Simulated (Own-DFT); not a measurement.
# Reading a pressure off an energy slope: corundum Al2O3, 78 atoms (Al32O46), with two O vacancies

Calculated, not measured. Each geometry was run twice at fixed positions with Own-DFT, a retired in-house plane-wave program that no person has reviewed: with PBE, and with HSE06 (exact exchange share 0.25 at short range, screening 0.11 per bohr, Gygi-Baldereschi treatment of its divergence). Both used PseudoDojo norm-conserving files made for PBE, a cutoff of 48 hartree, the Gamma point alone, fixed occupations, a neutral cell and no spin. One k point on a cell 7.9 Å thick isn't converged, and results move with the size of the cell. The oxygen file's force components were 24 meV/Å off all-electron values in a glass.

Unstrained cell vectors in Å: (5.494, 0.000, 8.660); (-2.747, 4.758, 8.660); (-2.747, -4.758, 8.660), volume V0 = 679.1 Å³, from measured lattice constants. Each geometry has its own random strain of a few per cent, its own defect sites and random moves of rms u per axis. HSE06 gave the energy alone. D is its energy less that of PBE, over the lowest D shown. The PBE stress wasn't checked against mesh or cutoff.

| run | V - V0 (Å³) | u (Å) | P with PBE (GPa) | D (eV) |
|---|---|---|---|---|
| 1 | 13.9 | 0.0273 | 1.95 | 1.660 |
| 2 | -18.8 | 0.0310 | 14.61 | 0.359 |
| 3 | -9.0 | 0.0293 | 11.08 | 0.752 |
| 4 | -16.8 | 0.0542 | 15.86 | 0.563 |
| 5 | -13.6 | 0.0465 | 13.84 | 0.575 |
| 6 | -29.0 | 0.0504 | 21.29 | 0.000 |
| 7 | 2.2 | 0.0519 | 8.71 | 1.302 |
| 8 | -20.8 | 0.0300 | 15.43 | 0.248 |
| 9 | 12.9 | 0.0340 | 2.52 | 1.687 |
| 10 | 19.9 | 0.0295 | 0.35 | 1.860 |
| 11 | -6.0 | 0.0485 | 11.29 | 0.927 |
| 12 | -14.5 | 0.0492 | 15.46 | 0.596 |
| 13 | 0.0 | 0.0292 | 6.94 | ? |

## Fit

D = 1.05 + 0.0406 (V - V0) + 55 u² eV, with an error of 0.0007 on the volume slope, 12 on the last term and a scatter of 0.03 eV. Pressure is -dE/dV, and 1 eV/Å³ is 160.2 GPa, so HSE06 changes the pressure by -6.5 ± 0.1 GPa. With the ions held to the strained lattice, the PBE pressure falls by 263 ± 6 GPa per unit of volume strain; the shape of the strain isn't fitted, so the true error is larger, and a relaxed crystal would be softer. On that slope HSE06's volume at a given pressure is about 2.5 % smaller, or 0.8 % in lengths. At u = 0 and V0 the PBE pressure is 6.5 GPa, which puts the zero-pressure volume, against the measured cell and with the defects in, at +2.5 % for PBE and -0.0 % for HSE06, each good to a few tenths of a per cent.

## The run left out

Asked: what D should run 13 give?

The fit gives 1.10 eV, with rows scattering by 0.03. The calculation gave 1.033 eV.
